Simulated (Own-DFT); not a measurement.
# Which defects push the lattice out? zincblende GaAs

No measurement is shown. These are fixed-geometry runs of a retired plane-wave code named Own-DFT, which no person has reviewed; spin and spin-orbit coupling are neglected.

Common settings: PBE; PseudoDojo norm-conserving scalar-relativistic files; cutoff 42 hartree; 3 x 3 x 3 k mesh centred on Gamma; Fermi-Dirac smearing of 0.1 eV.

Known weak points (not all hold for every row): not probed for a lower state with spin; forces on such cells failed a check on a denser k mesh; forces not confirmed at this smearing and k mesh; forces on such cells passed a denser k mesh, each cell not checked; stress not checked against mesh or cutoff.

All runs share one cell, with vectors in Å (11.307, 0.000, 0.000); (0.000, 11.307, 0.000); (0.000, 0.000, 11.307) and a volume of 1445.4 Å³. The atoms are randomly displaced, by u rms on each axis. The defect's site can differ from row to row.

| cell | formula | u (Å) | P (GPa) |
|---|---|---|---|
| no defect | As32Ga32 | 0.0195 | 3.51 |
| no defect | As32Ga32 | 0.0207 | 3.53 |
| no defect | As32Ga32 | 0.0479 | 3.89 |
| one P on an As site | As31Ga32P | 0.0294 | 3.33 |
| one P on an As site | As31Ga32P | 0.0311 | 3.37 |
| one P on an As site | As31Ga32P | 0.0318 | 3.36 |
| two As on a Ga site each | As34Ga30 | 0.0296 | 4.79 |
| two As on a Ga site each | As34Ga30 | 0.0305 | 4.76 |
| two As on a Ga site each | As34Ga30 | 0.0320 | 4.86 |
| one In on a Ga site | As32Ga31In | 0.0286 | ? |
| one In on a Ga site | As32Ga31In | 0.0299 | 4.29 |
| one In on a Ga site | As32Ga31In | 0.0510 | 4.59 |
| one In on a Ga site | As32Ga31In | 0.0513 | 4.70 |
| one As on a Ga site and one Ga on an As site | As32Ga32 | 0.0311 | 3.93 |
| one As on a Ga site and one Ga on an As site | As32Ga32 | 0.0450 | 4.17 |
| one As on a Ga site and one Ga on an As site | As32Ga32 | 0.0500 | 4.23 |

## Fit

P = P0 + c u² + a shift for each defect gives P0 = 3.44 GPa, c = 202 ± 14 GPa/Å² and a scatter of 0.03 GPa. The shifts, and each times the cell's volume:

- two As on a Ga site each: 1.18 ± 0.03 GPa, 10.6 eV (5.3 eV for each of its 2 sites)
- one In on a Ga site: 0.68 ± 0.03 GPa, 6.1 eV
- one As on a Ga site and one Ga on an As site: 0.30 ± 0.03 GPa, 2.7 eV
- one P on an As site: -0.27 ± 0.03 GPa, -2.5 eV

A positive shift means that the defect pushes the cell outwards. Shift times volume (160.2 GPa Å³ is 1 eV) depends little on the cell's size, so, taken for each site, it can be compared between cells at like pressure. The atoms around the defects weren't relaxed, which would change these numbers.

## Prediction

Question: what pressure belongs in the blank (one In on a Ga site, u = 0.0286 Å)?

Estimate: 4.28 ± 0.04 GPa. Computed: 4.24 GPa.
